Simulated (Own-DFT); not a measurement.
Simulation results for InGa3As4 (zincblende random alloy, strained, atoms displaced)

Computed with Own-DFT development build. A calculation, not a measurement: plane-wave PBE density functional theory by an unreviewed code, no spin, of a simulated periodic cell, stress positive in tension, free energy of the whole cell less one offset for each atom, forces on such cells passed a denser k mesh, this cell's mesh not checked; offsets are fitted by least squares, one for each functional and potential file, so energies compare only between cells with the same atoms and settings and are not formation energies; the far tail of each file's local potential was reset to the Coulomb form; each entry is a single point on an unrelaxed cell, so the pressure reflects the starting lattice, mostly measured values, from which strain is counted, and rises with the displacements; printed positions are rounded, which can move forces by about a meV/angstrom; the program is a retired in-house code; no spin-orbit coupling; before rounding, a Quantum ESPRESSO 7.3.1 run of the same cell and cutoff gave forces within 1 meV/angstrom rms on each cell, which checks the program and not the settings.

```cif
# cell vector a (Å): 11.3066 0.0000 0.0000
# cell vector b (Å): 0.0000 11.3066 0.0000
# cell vector c (Å): 0.0000 0.0000 11.7318
data_InGa3As4
_symmetry_space_group_name_H-M 'P 1'
_symmetry_Int_Tables_number 1
_cell_length_a 11.3066
_cell_length_b 11.3066
_cell_length_c 11.7318
_cell_angle_alpha 90.000
_cell_angle_beta 90.000
_cell_angle_gamma 90.000
_cell_volume 1499.78
loop_
_atom_site_label
_atom_site_type_symbol
_atom_site_fract_x
_atom_site_fract_y
_atom_site_fract_z
_atom_site_occupancy
Ga1 Ga 0.00431 0.00550 0.99779 1
Ga2 Ga 0.99673 0.25183 0.25116 1
In1 In 0.25252 0.00055 0.24145 1
Ga3 Ga 0.25626 0.25562 0.00016 1
As1 As 0.12251 0.11943 0.11820 1
As2 As 0.11876 0.37454 0.37873 1
As3 As 0.37541 0.12124 0.37182 1
As4 As 0.37537 0.37378 0.12256 1
In2 In 0.00380 0.00600 0.49593 1
Ga4 Ga 0.00557 0.25444 0.75646 1
Ga5 Ga 0.24629 0.99736 0.74536 1
Ga6 Ga 0.24350 0.24453 0.50276 1
As5 As 0.13031 0.13167 0.62349 1
As6 As 0.12088 0.36419 0.87104 1
As7 As 0.37321 0.12318 0.87151 1
As8 As 0.36887 0.37370 0.62447 1
Ga7 Ga 0.99548 0.49943 0.99870 1
Ga8 Ga 0.00218 0.76060 0.25212 1
Ga9 Ga 0.26087 0.49911 0.24813 1
Ga10 Ga 0.25444 0.75134 0.99921 1
As9 As 0.12600 0.62693 0.12251 1
As10 As 0.11907 0.87177 0.37612 1
As11 As 0.37137 0.62582 0.37261 1
As12 As 0.37620 0.86657 0.12209 1
In3 In 0.00279 0.49559 0.50462 1
Ga11 Ga 0.00280 0.74778 0.75268 1
In4 In 0.24763 0.50556 0.76032 1
In5 In 0.23970 0.74732 0.49966 1
As13 As 0.12709 0.62675 0.61162 1
As14 As 0.12230 0.87550 0.86982 1
As15 As 0.38009 0.62737 0.87583 1
As16 As 0.37913 0.86665 0.62527 1
In6 In 0.49741 0.00468 0.99465 1
In7 In 0.50165 0.25497 0.25758 1
Ga12 Ga 0.75698 0.00171 0.25009 1
Ga13 Ga 0.75097 0.25800 0.00447 1
As17 As 0.62124 0.12180 0.12881 1
As18 As 0.63003 0.37144 0.38446 1
As19 As 0.87003 0.12285 0.37478 1
As20 As 0.86824 0.38236 0.12130 1
Ga14 Ga 0.50350 0.00146 0.50080 1
Ga15 Ga 0.49667 0.25194 0.75452 1
Ga16 Ga 0.74807 0.99846 0.74463 1
Ga17 Ga 0.75287 0.25204 0.50465 1
As21 As 0.62721 0.12223 0.61518 1
As22 As 0.62396 0.38177 0.88171 1
As23 As 0.86505 0.12582 0.87715 1
As24 As 0.87816 0.37091 0.62615 1
Ga18 Ga 0.49820 0.49417 0.99532 1
Ga19 Ga 0.50566 0.74365 0.24952 1
Ga20 Ga 0.74770 0.50144 0.25198 1
In8 In 0.74691 0.74813 0.00302 1
As25 As 0.61649 0.62361 0.13317 1
As26 As 0.62572 0.87553 0.37432 1
As27 As 0.87525 0.61937 0.37311 1
As28 As 0.88218 0.87725 0.13576 1
Ga21 Ga 0.49690 0.50730 0.49914 1
Ga22 Ga 0.49865 0.74824 0.75115 1
Ga23 Ga 0.74428 0.49767 0.75442 1
Ga24 Ga 0.74895 0.74627 0.50053 1
As29 As 0.63178 0.62195 0.62020 1
As30 As 0.62693 0.87367 0.87916 1
As31 As 0.87687 0.61932 0.86982 1
As32 As 0.87975 0.88280 0.63140 1
_calc_functional 'PBE'
_calc_potential_files 'PseudoDojo norm-conserving, scalar-relativistic, standard set'
_calc_wave_cutoff 42  # hartree
_calc_occupations 'Fermi-Dirac'
_calc_smearing_width 0.1  # eV
_calc_k_mesh '3 x 3 x 3 centred on Gamma'
_calc_free_energy_of_cell_above_offsets '-21.309'  # eV
_calc_pressure 5.97  # GPa
_calc_stress_xx -6.6  # GPa
_calc_stress_yy -6.62  # GPa
_calc_stress_zz -4.69  # GPa
_calc_stress_yz -0.25  # GPa
_calc_stress_xz -0.66  # GPa
_calc_stress_xy -0.54  # GPa
```

Force:
```tsv
element	x (eV/Å)	y (eV/Å)	z (eV/Å)
Ga	-1.084	-0.698	-0.471
Ga	-0.159	-0.172	-0.451
In	-0.385	-0.852	0.62
Ga	-0.786	-0.929	-0.312
As	-0.242	2.246	-0.188
As	2.039	-1.276	-1.909
As	-0.4	0.122	2.174
As	-0.199	0.711	-0.463
In	-0.265	0.009	0.771
Ga	-1.55	-1.606	-1.124
Ga	0.449	-0.025	-0.187
Ga	1.122	0.769	-1.119
As	-0.367	-0.282	1.606
As	0.416	1.092	2.328
As	-1.338	1.159	-0.987
As	0.904	-0.152	-0.522
Ga	0.641	-0.077	-0.069
Ga	-0.158	-1.729	0.008
Ga	-1.29	-0.054	-0.036
Ga	-0.609	-0.163	-0.295
As	-0.047	-0.175	0.202
As	0.498	0.443	-1.355
As	1.129	-0.382	-0.535
As	0.667	-0.809	0.177
In	-1.27	0.403	-0.37
Ga	-0.241	-0.1	-0.817
In	-0.436	-0.325	-1.154
In	2.282	1.637	-1.214
As	-1.62	-0.708	4.212
As	0.466	-0.042	0.675
As	0.576	0.686	1.099
As	0.2	1.322	0.28
In	0.177	-0.712	0.746
In	0.171	-0.196	-0.414
Ga	-0.873	-0.22	-0.089
Ga	-0.591	-0.915	-0.046
As	1.821	0.506	-0.067
As	0.425	1.691	0.411
As	-0.467	1.598	-0.667
As	0.668	-0.23	0.837
Ga	-0.592	-0.6	-0.411
Ga	0.367	0.001	-0.738
Ga	-0.317	0.142	0.52
Ga	0.27	-0.427	-0.199
As	-0.191	0.62	1.396
As	0.181	-1.169	-0.752
As	0.647	0.167	-0.249
As	-1.137	-0.621	1.639
Ga	-0.335	1.004	0.968
Ga	-0.922	1.017	0.796
Ga	-0.261	-0.193	0.221
In	1.058	-0.363	0.706
As	0.269	-1.558	-0.69
As	0.133	-0.143	-0.044
As	-0.312	1.299	-0.554
As	-0.052	0.676	-1.168
Ga	0.044	-0.787	0.171
Ga	1.028	-0.038	-0.166
Ga	0.552	-0.065	-0.735
Ga	0.767	0.692	-0.27
As	-0.861	0.117	0.861
As	-0.277	0.265	-2.386
As	0.242	-0.041	-0.169
As	-0.577	-1.554	-0.034
```
